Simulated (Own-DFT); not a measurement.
# Misfit strain and the stress it brings: wurtzite GaN, 72 atoms (Ga36N36)

The numbers are computed, not measured, by runs of the plane-wave DFT program Own-DFT (in-house, retired, unreviewed) at fixed positions, with no spin and no spin-orbit coupling.

Method: PBE; PseudoDojo norm-conserving scalar-relativistic files (stringent for Ga); cutoff 96 hartree; 4 x 4 x 3 k mesh centred on Gamma; Gaussian smearing of 0.01 eV.

Limits: forces not confirmed at this smearing and k mesh; stress not checked against mesh or cutoff.

Unstrained cell vectors in Å: (9.567, 0.000, 0.000); (-4.784, 8.285, 0.000); (0.000, 0.000, 10.370). The unstrained cell has measured lattice constants (interpolated for alloys), not those of this functional. That, the random moves and any unrelaxed bonds set the pressure at no strain. Each run strains x and y alike by e, as a substrate would, and holds the height along z. All atoms carry random offsets, Gaussian with a width of 0.05 Å per axis. Stress is positive in tension.

| e (%) | u (Å) | (s_xx + s_yy)/2 (GPa) | s_zz (GPa) |
|---|---|---|---|
| -2.75 | 0.048 | -23.50 | -11.39 |
| -2.50 | 0.050 | -22.49 | -11.30 |
| -2.25 | 0.048 | ? | ? |
| -1.75 | 0.049 | -16.51 | -10.95 |
| -1.25 | 0.050 | -13.88 | -8.86 |
| 0.50 | 0.049 | -3.87 | -6.79 |
| 0.75 | 0.049 | -3.41 | -5.05 |
| 1.50 | 0.046 | 1.10 | -5.74 |
| 2.00 | 0.053 | 2.67 | -4.62 |
| 3.00 | 0.052 | 6.26 | -5.22 |

## Fit

With e as a fraction, the in-plane stress is -6.6 + 532 e - 3352 e² GPa (errors 7 and 494, scatter 0.44), and s_zz is -7.7 + 131 e GPa (slope ± 16, scatter 0.96). At e = 0 the first slope is C11 + C12 and the second 2 C13, both with the ions held to the strained lattice and at the cell's own pressure. The term in e² is negative: the layer stiffens under compression and softens under tension. A free layer would change its height as e changes, and the in-plane slope would drop by 2 C13²/C33 to the biaxial modulus. At fixed height, a misfit of 1 % moves the in-plane stress by about 5.3 GPa and s_zz by 1.3 GPa.

## Withheld run

Asked: what are the two stresses at e = -2.25 %?

Estimate: -20.3 and -10.7 GPa. The run itself gave -20.43 and -11.62 GPa.
